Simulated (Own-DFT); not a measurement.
# What a change of functional does to the pressure

Source: density functional calculations with Own-DFT, an unreviewed in-house program that is no longer used. Nothing was measured or relaxed, and spin and spin-orbit coupling are left out.

Caveats (not all hold for every row): hafnium file: forces about 75 meV/angstrom off all-electron values; forces on such cells failed a check on a denser k mesh; stress not checked against mesh or cutoff.

Each cell was run twice at the same cutoff, k mesh and smearing, with PBE and with PBEsol, on PseudoDojo norm-conserving files made for PBE. Atoms were moved at random from their sites; u is the rms move along one axis. Files made for PBEsol would give a somewhat different change.

| cell | atoms | volume (Å³/atom) | u (Å) | cutoff (hartree) | P with PBE (GPa) | P with PBEsol (GPa) | change (GPa) |
|---|---|---|---|---|---|---|---|
| C40 NbSi2 with two Nb on a Si site each (Nb14Si22) | 36 | 14.64 | 0.049 | 42 | 8.40 | 4.36 | -4.05 |
| C40 NbSi2 with two Nb on a Si site each (Nb14Si22) | 36 | 14.64 | 0.048 | 42 | 8.76 | 4.70 | -4.06 |
| C40 NbSi2 with two Nb on a Si site each (Nb14Si22) | 36 | 14.64 | 0.046 | 42 | 8.49 | ? | ? |
| D0_22 TiAl3 (Al30Ti10) | 40 | 15.63 | 0.019 | 42 | 1.96 | 0.05 | -1.90 |
| D0_22 TiAl3 (Al30Ti10) | 40 | 15.63 | 0.097 | 42 | 4.93 | 3.03 | -1.91 |
| D0_22 TiAl3 (Al30Ti10) | 40 | 15.63 | 0.019 | 42 | 1.98 | 0.07 | -1.90 |
| L1_0 TiAl with one Ti vacancy (Al16Ti15) | 31 | 16.58 | 0.033 | 42 | 0.55 | -2.13 | -2.67 |
| L1_0 TiAl with one Ti vacancy (Al16Ti15) | 31 | 16.58 | 0.080 | 42 | 2.06 | -0.61 | -2.67 |
| L1_0 TiAl with one Ti vacancy (Al16Ti15) | 31 | 16.58 | 0.085 | 42 | 2.30 | -0.38 | -2.68 |
| rock-salt HfC (C32Hf32) | 64 | 12.44 | 0.051 | 42 | 4.67 | -1.28 | -5.96 |
| rock-salt HfC (C32Hf32) | 64 | 12.44 | 0.142 | 42 | 17.68 | 11.66 | -6.03 |
| rock-salt HfC (C32Hf32) | 64 | 12.44 | 0.049 | 42 | 4.70 | -1.26 | -5.95 |

## Worked reading

Mean change of pressure by composition, in GPa: CHf, -5.98; Nb7Si11, -4.05; Al16Ti15, -2.68; Al3Ti, -1.90. The sign is the same throughout: PBEsol prefers smaller cells, so its pressure at a given cell is lower. Here the change varies more between materials than between cells of one material.

## Withheld value

The question: what PBEsol pressure should the Nb14Si22 cell with the blank give?

Adding the mean change of the cells with its composition, -4.05 GPa, to 8.49 gives 4.4 GPa. The run itself gave 4.45 GPa.
